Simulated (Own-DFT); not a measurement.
# Which defects push the lattice out? monoclinic HfO2

No measurement is shown. These are fixed-geometry runs of a retired plane-wave code named Own-DFT, which no person has reviewed; spin and spin-orbit coupling are neglected.

Common settings: PBE; PseudoDojo norm-conserving scalar-relativistic files; cutoff 72 hartree; 2 x 2 x 2 k mesh centred on Gamma; Fermi-Dirac smearing of 0.1 eV.

Keep in mind (not all hold for every row): not probed for a lower state with spin; hafnium file: forces about 75 meV/angstrom off all-electron values; oxygen file: force components 24 meV/angstrom off all-electron in a glass; forces on such cells passed a denser k mesh, each cell not checked; stress not checked against mesh or cutoff.

All runs share one cell, with vectors in Å (10.234, 0.000, 0.000); (0.000, 10.350, 0.000); (-1.696, 0.000, 10.445) and a volume of 1106.4 Å³. u is the rms random offset of the atoms per axis. The defect's site can differ from row to row.

```
cell,formula,u (Å),P (GPa)
no defect,Hf32O64,0.0198,3.83
no defect,Hf32O64,0.0487,5.84
no defect,Hf32O64,0.0523,6.39
two Al on a Hf site each and one O vacancy,Al2Hf30O63,0.0304,1.50
two Al on a Hf site each and one O vacancy,Al2Hf30O63,0.0306,2.19
two Al on a Hf site each and one O vacancy,Al2Hf30O63,0.0506,3.11
two Al on a Hf site each,Al2Hf30O64,0.0292,2.71
two Al on a Hf site each,Al2Hf30O64,0.0316,2.61
two Al on a Hf site each,Al2Hf30O64,0.0496,4.39
one O vacancy,Hf32O63,0.0310,?
one O vacancy,Hf32O63,0.0312,4.36
one O vacancy,Hf32O63,0.0495,4.94
one O vacancy,Hf32O63,0.0510,5.83
two O vacancies,Hf32O62,0.0296,3.55
two O vacancies,Hf32O62,0.0476,5.66
two O vacancies,Hf32O62,0.0523,5.43
```

## Fit

P = P0 + c u² + a shift for each defect gives P0 = 3.56 GPa, c = 976 ± 115 GPa/Å² and a scatter of 0.36 GPa. The shifts, and each times the cell's volume:

- one O vacancy: -0.48 ± 0.30 GPa, -3.3 eV (not resolved)
- two O vacancies: -0.59 ± 0.30 GPa, -4.1 eV (-2.0 eV for each of its 2 sites) (not resolved)
- two Al on a Hf site each: -1.73 ± 0.30 GPa, -11.9 eV (-6.0 eV for each of its 2 sites)
- two Al on a Hf site each and one O vacancy: -2.73 ± 0.30 GPa, -18.9 eV

Against the defect-free cell, a freed cell would be larger where the shift is positive and smaller where it is negative (160.2 GPa Å³ is 1 eV). The atoms around the defects weren't relaxed, which would change these numbers.

## Check

Question: what pressure belongs in the blank (one O vacancy, u = 0.0310 Å)?

Estimate: 4.03 ± 0.44 GPa. Computed: 3.93 GPa.
